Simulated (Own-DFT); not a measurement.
# Device materials side by side: how hard are they to compress?

The numbers are computed, not measured, by runs of the plane-wave DFT program Own-DFT (in-house, retired, unreviewed) at fixed positions, with no spin and no spin-orbit coupling.

Limits (not all hold for every row): forces on such cells moved up to 12 meV/angstrom on a denser k mesh; forces not confirmed at this smearing and k mesh; k mesh not checked against a denser one; forces on such cells passed a denser k mesh, each cell not checked; stress not checked against mesh or cutoff.

All runs are PBE with PseudoDojo norm-conserving files; cutoff and k mesh are each material's own. Every cell starts from measured lattice constants and was given uniform random strains and small random moves of its atoms. Each triple is the change of volume in per cent, the rms move u in Å and the pressure in GPa.

- 2H SiC (C36Si36), 10.36 Å³/atom unstrained: (-1.75, 0.049, 9.51); (-1.20, 0.051, 8.33); (0.35, 0.048, 4.90); (0.48, 0.053, 4.22); (0.98, 0.052, 3.36); (1.31, 0.046, 2.65); (1.82, 0.052, 1.97)
- wurtzite AlN (Al64N64), 10.45 Å³/atom unstrained: withheld
- wurtzite GaN (Ga36N36), 11.42 Å³/atom unstrained: (-3.44, 0.051, 14.80); (-3.10, 0.048, 14.09); (-1.29, 0.052, 10.41); (0.12, 0.048, 6.83); (0.23, 0.051, 6.86); (0.57, 0.051, 6.37); (3.24, 0.049, 1.03)
- diamond silicon (Si64), 20.02 Å³/atom unstrained: (-2.17, 0.049, 5.00); (-1.03, 0.048, 3.81); (0.39, 0.051, 2.21); (0.53, 0.050, 2.42); (1.11, 0.048, 1.69); (2.45, 0.051, 0.34); (2.84, 0.047, -0.11)
- zincblende GaAs (As32Ga32), 22.58 Å³/atom unstrained: (-1.85, 0.047, 5.55); (-1.43, 0.051, 5.23); (-1.36, 0.051, 5.05); (-0.22, 0.046, 4.12); (0.72, 0.047, 3.48); (1.21, 0.048, 3.18); (3.12, 0.050, 2.03)
- zincblende InP (In32P32), 25.27 Å³/atom unstrained: (-1.63, 0.050, 5.25); (-1.58, 0.054, 4.96); (-1.22, 0.048, 4.56); (-0.75, 0.056, 4.57); (-0.20, 0.051, 3.98); (-0.16, 0.048, 3.90); (1.69, 0.051, 2.48)

## What the rows give

Fit a line to each set against the fractional change of volume; B is minus its slope, and u is nearly the same within a set. To take it to zero pressure, assume that B rises by 4 GPa for each GPa: B0 = B - 4 x (mean pressure). The bond length of an ideal tetrahedral crystal with the unstrained volume v is d = (√3/4)(8 v)^(1/3). Cohen's empirical rule reads B0 = (1971 - 220 L) d^(-3.5) GPa, with L = 0 for group IV crystals and SiC and 1 for III-V compounds.

| material | L | d (Å) | B (GPa) | mean P (GPa) | B0 (GPa) | rule (GPa) |
|---|---|---|---|---|---|---|
| 2H SiC (C36Si36) | 0 | 1.888 | 219 ± 7 | 5.0 | 199 ± 7 | 213 |
| wurtzite AlN (Al64N64) | 1 | 1.893 | ? | ? | ? | 188 |
| wurtzite GaN (Ga36N36) | 1 | 1.950 | 209 ± 5 | 8.6 | 174 ± 5 | 169 |
| diamond silicon (Si64) | 0 | 2.352 | 101 ± 3 | 2.2 | 92 ± 3 | 99 |
| zincblende GaAs (As32Ga32) | 1 | 2.448 | 71 ± 3 | 4.1 | 55 ± 3 | 76 |
| zincblende InP (In32P32) | 1 | 2.541 | 78 ± 5 | 4.2 | 61 ± 5 | 67 |

A line through ln[B0/(1971 - 220 L)] against ln d has a slope of -4.0 ± 0.5 and a scatter of 13 %. Against the rule, B0 stands at 93 % for 2H SiC, 103 % for wurtzite GaN, 93 % for diamond silicon, 72 % for zincblende GaAs, 91 % for zincblende InP. PBE tends to make silicon and heavier crystals too soft, and the rule itself is only a guide.

## Check

Question: what B0 does the fitted trend give for wurtzite AlN (Al64N64)?

From the line: 184 GPa. Its own runs give B = 220 ± 3 GPa at a mean pressure of 6.3 GPa, so B0 = 195 GPa.
